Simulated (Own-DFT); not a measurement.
# Response to strain: 4H SiC, 72 atoms (C36Si36)

Calculated results; nothing here was measured. The program, named Own-DFT, is a retired in-house plane-wave density functional code that no person has reviewed. Each row is one single-point run on a periodic cell that was not relaxed, without spin or spin-orbit coupling.

Settings of every run: PBE; PseudoDojo norm-conserving scalar-relativistic files; cutoff 42 hartree; 4 x 4 x 3 k mesh centred on Gamma; Fermi-Dirac smearing of 0.1 eV.

Known limits: forces on such cells passed a denser k mesh, each cell not checked; stress not checked against mesh or cutoff.

Unstrained cell vectors in Å: (9.248, 0.000, 0.000); (-4.624, 8.009, 0.000); (0.000, 0.000, 10.068). The unstrained cell has measured lattice constants (interpolated for alloys), not those of this functional. That, the random moves and any unrelaxed bonds set the pressure at no strain. Each run strains this cell uniformly, with the atoms carried along. Every atom was also moved at random, by a Gaussian of width 0.05 Å on each axis. Strain is the symmetric tensor, in per cent. Stress is positive in tension, and the pressure is minus a third of its trace.

| run | e_xx (%) | e_yy (%) | e_zz (%) | e_yz (%) | e_xz (%) | e_xy (%) | s_xx (GPa) | s_yy (GPa) | s_zz (GPa) | s_yz (GPa) | s_xz (GPa) | s_xy (GPa) | P (GPa) | E (meV/atom) |
|---|---|---|---|---|---|---|---|---|---|---|---|---|---|---|
| 1 | 0.00 | 1.53 | -1.66 | 0.45 | -1.54 | 1.84 | -3.59 | 2.69 | -16.32 | 0.19 | -5.55 | 7.45 | 5.74 | 22.9 |
| 2 | -0.17 | 0.90 | 1.92 | 0.81 | 0.60 | -0.08 | -4.34 | 1.03 | 3.69 | 2.74 | 2.30 | 0.28 | -0.13 | 13.1 |
| 3 | -0.54 | -0.60 | -1.99 | -1.26 | -1.66 | 0.33 | -8.74 | -8.93 | -20.37 | -3.12 | -6.29 | 1.12 | 12.68 | 32.7 |
| 4 | 1.56 | 0.92 | -1.43 | 0.19 | -0.87 | -1.89 | 1.87 | 0.00 | -11.34 | 1.90 | -2.38 | -9.56 | 3.15 | 17.6 |
| 5 | -1.87 | -1.81 | -1.16 | 1.40 | -1.09 | -0.09 | -16.51 | -18.37 | -14.89 | 3.36 | -3.34 | -0.46 | 16.59 | 21.5 |
| 6 | -0.45 | 1.78 | -1.38 | -0.20 | -1.08 | -1.78 | -9.23 | 4.36 | -14.98 | -1.32 | -4.31 | -10.43 | 6.62 | 46.4 |
| 7 | -1.21 | -1.69 | -1.46 | 1.76 | -0.09 | 1.93 | -15.12 | -17.24 | -17.82 | 6.08 | 1.65 | 9.85 | 16.73 | 72.8 |
| 8 | 1.69 | 0.08 | 0.63 | 0.40 | 0.26 | -0.50 | 4.74 | -1.47 | -3.12 | 0.45 | 1.25 | -1.60 | -0.05 | 0.0 |
| 9 | 1.18 | -1.71 | -1.32 | 1.58 | 0.77 | -0.58 | -0.79 | -13.80 | -15.09 | 6.06 | 2.43 | -3.21 | 9.90 | 24.1 |
| 10 | 1.41 | 1.47 | -1.08 | -0.82 | -1.36 | -0.75 | 3.07 | 4.26 | -10.31 | -1.08 | -4.93 | -2.49 | 0.99 | 4.5 |
| 11 | 0.07 | 0.24 | 0.87 | 1.95 | -1.16 | -1.35 | -3.90 | -3.40 | -0.89 | 6.91 | -4.36 | -5.14 | 2.73 | 9.6 |
| 12 | 0.27 | -0.88 | -0.87 | -1.00 | -1.94 | 1.74 | -3.67 | -11.36 | -10.67 | -4.06 | -6.81 | 7.88 | 8.57 | 16.8 |
| 13 | 0.70 | 0.92 | 1.18 | 1.61 | 0.46 | 1.16 | -0.84 | 1.23 | 0.64 | 5.35 | 0.71 | 6.80 | -0.34 | 17.7 |
| 14 | 0.80 | 1.07 | -0.81 | -1.85 | 1.68 | 1.55 | 1.24 | 0.63 | -10.74 | -6.37 | 5.85 | 6.50 | 2.96 | 13.9 |
| 15 | 0.56 | 0.53 | -0.23 | 1.03 | -0.64 | -0.06 | -1.02 | -2.40 | -6.42 | 4.03 | -2.27 | 0.43 | 3.28 | 4.1 |
| 16 | -0.90 | 1.05 | -0.41 | -1.04 | -1.82 | -1.79 | -11.69 | -0.77 | -7.59 | -2.71 | -5.36 | -9.38 | 6.68 | 43.1 |
| 17 | 1.35 | 0.88 | -1.86 | 0.49 | 1.34 | -1.65 | ? | ? | ? | ? | ? | ? | ? | ? |

E is the free energy for each atom above the lowest run shown.

## Worked fit

Each stress component was fitted by least squares to a constant and the strains of the runs shown, as fractions, with shears doubled. Shear strains stay in the fit of a normal stress only where such slopes are resolved. The slopes, in GPa:

| stress | at no strain | per e_xx | per e_yy | per e_zz | scatter |
|---|---|---|---|---|---|
| s_xx | -5.2 | 571 ± 35 | 48 ± 30 | 54 ± 30 | 1.29 |
| s_yy | -5.2 | 110 ± 20 | 566 ± 17 | 54 ± 18 | 0.76 |
| s_zz | -6.8 | 78 ± 34 | 60 ± 29 | 568 ± 29 | 1.25 |

Each shear stress against twice its own strain: yz 162 ± 13, xz 179 ± 12, xy 244 ± 8 GPa. These are stiffnesses along x, y and z of the frame in which the cell vectors are given, which need not be the crystal's axes. The atoms are held to the strained lattice; where symmetry lets them move under strain, relaxing them would lower some slopes. The table should be nearly symmetric about its diagonal, and what it lacks of that shows the noise. A ninth of its sum, 234 ± 5 GPa, estimates the bulk modulus near the mean pressure of these runs, 6.0 GPa, so it lies above the value at zero pressure.

## Withheld run

Question: what normal stresses and pressure should run 17 give?

The fit gives s_xx = 1.9, s_yy = 0.2, s_zz = -15.8 and P = 4.6 GPa. The calculation gave 1.58, 0.22, -17.98 and P = 5.39 GPa.
